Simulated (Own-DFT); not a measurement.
# Strain and stress in C40 NbSi2, 36 atoms (Nb12Si24)

Calculated results; nothing here was measured. The program, named Own-DFT, is a retired in-house plane-wave density functional code that no person has reviewed. Each row is one single-point run on a periodic cell that was not relaxed, without spin or spin-orbit coupling.

Settings of every run: PBE; PseudoDojo norm-conserving scalar-relativistic files; cutoff 42 hartree; 4 x 4 x 5 k mesh centred on Gamma; cold (Marzari-Vanderbilt) smearing of 0.2 eV.

Known limits: forces on such cells failed a check on a denser k mesh; stress not checked against mesh or cutoff.

Unstrained cell vectors in Å: (0.000, 8.324, 0.000); (-9.613, 0.000, 0.000); (0.000, 0.000, 6.586). The unstrained cell was taken from the Materials Project. The random moves and any unrelaxed bonds add to the pressure at no strain. Each run strains this cell uniformly, with the atoms carried along. Every atom was also moved at random, by a Gaussian of width 0.05 Å on each axis. Strain is the symmetric tensor, in per cent. Stress is positive in tension, and the pressure is minus a third of its trace.

| run | e_xx (%) | e_yy (%) | e_zz (%) | e_yz (%) | e_xz (%) | e_xy (%) | s_xx (GPa) | s_yy (GPa) | s_zz (GPa) | s_yz (GPa) | s_xz (GPa) | s_xy (GPa) | P (GPa) | E (meV/atom) |
|---|---|---|---|---|---|---|---|---|---|---|---|---|---|---|
| 1 | 1.36 | -0.37 | -0.47 | 0.40 | 0.61 | 0.56 | 1.86 | -2.79 | -5.56 | 1.08 | 1.65 | 2.15 | 2.17 | 0.0 |
| 2 | -0.17 | -0.33 | -1.51 | -1.80 | 1.52 | -1.69 | -5.14 | -5.70 | -11.81 | -5.48 | 4.68 | -4.67 | 7.55 | 29.5 |
| 3 | -0.73 | 0.50 | 1.19 | 0.94 | 0.69 | 1.40 | -4.71 | -0.06 | 1.26 | 3.13 | 1.87 | 4.41 | 1.17 | 8.4 |
| 4 | -1.35 | -1.82 | 0.74 | -0.09 | 1.26 | 1.69 | -8.90 | -9.88 | -3.38 | -0.88 | 4.22 | 5.62 | 7.39 | 20.4 |
| 5 | 1.69 | 0.57 | 0.22 | 1.48 | -0.01 | -0.08 | 4.02 | 1.33 | -1.56 | 4.87 | -0.28 | 0.15 | -1.26 | 0.4 |
| 6 | 1.40 | 1.30 | 1.50 | -0.87 | -1.36 | 0.29 | 4.57 | 3.59 | 4.14 | -2.42 | -3.50 | 0.77 | -4.10 | 8.0 |
| 7 | -0.52 | -0.63 | 1.83 | 1.03 | 0.30 | 1.30 | -3.50 | -3.21 | 3.09 | 3.31 | 0.77 | 4.08 | 1.21 | 0.8 |
| 8 | -1.15 | 1.10 | 0.29 | -1.92 | 0.51 | -1.10 | -6.08 | 1.25 | -2.52 | -5.72 | 1.59 | -3.46 | 2.45 | 2.5 |
| 9 | -1.32 | -0.42 | -0.19 | 0.00 | 1.23 | 0.24 | -8.67 | -4.96 | -6.96 | 0.07 | 3.90 | 1.01 | 6.86 | 21.0 |
| 10 | 1.52 | -1.06 | -0.59 | -1.50 | 0.63 | 0.85 | 1.89 | -6.17 | -6.44 | -4.90 | 1.66 | 2.29 | 3.57 | 13.6 |
| 11 | 1.66 | 1.18 | 1.34 | -1.84 | -1.24 | -1.61 | 4.23 | 3.97 | 3.96 | -4.92 | -3.51 | -4.22 | -4.06 | 8.5 |
| 12 | -0.93 | -0.72 | 0.78 | 1.25 | 0.65 | -1.99 | -5.77 | -5.30 | -1.88 | 4.27 | 2.30 | -6.58 | 4.32 | 7.5 |
| 13 | -0.72 | 0.65 | 1.77 | 1.57 | -0.41 | -0.79 | -3.88 | 0.86 | 3.03 | 4.21 | -1.26 | -2.34 | 0.00 | 12.8 |
| 14 | 1.03 | 1.85 | 0.96 | -0.40 | 0.30 | -1.79 | 2.68 | 5.23 | 2.65 | -0.91 | 1.10 | -4.39 | -3.52 | 3.5 |
| 15 | 0.44 | -0.72 | -1.23 | 0.42 | -0.37 | -0.69 | -2.20 | -6.17 | -9.34 | 1.58 | -1.02 | -1.88 | 5.90 | 2.5 |
| 16 | 1.66 | -0.97 | 1.04 | -0.03 | 0.74 | 1.60 | ? | ? | ? | ? | ? | ? | ? | ? |

E is the free energy for each atom above the lowest run shown.

## Worked fit

Each stress component was fitted by least squares to a constant and the strains of the runs shown, as fractions, with shears doubled. Shear strains stay in the fit of a normal stress only where such slopes are resolved. The slopes, in GPa:

```
stress  at no strain  per e_xx  per e_yy  per e_zz  scatter
  s_xx          -2.9  378 ± 10   54 ± 13   75 ± 12     0.41
  s_yy          -2.6   65 ± 12  362 ± 15   88 ± 13     0.46
  s_zz          -4.2   77 ± 10   81 ± 13  442 ± 12     0.41
```

Each shear stress against twice its own strain: yz 154 ± 5, xz 144 ± 7, xy 152 ± 6 GPa. These are stiffnesses along x, y and z of the frame in which the cell vectors are given, which need not be the crystal's axes. The atoms are held to the strained lattice; where symmetry lets them move under strain, relaxing them would lower some slopes. The table should be nearly symmetric about its diagonal, and what it lacks of that shows the noise. A ninth of its sum, 180 ± 4 GPa, estimates the bulk modulus near the mean pressure of these runs, 2.0 GPa, so it lies above the value at zero pressure.

## Withheld run

Question: what normal stresses and pressure should run 16 give?

The fit gives s_xx = 3.6, s_yy = -4.1, s_zz = 0.9 and P = -0.1 GPa. The calculation gave 3.19, -3.32, 1.51 and P = -0.46 GPa.
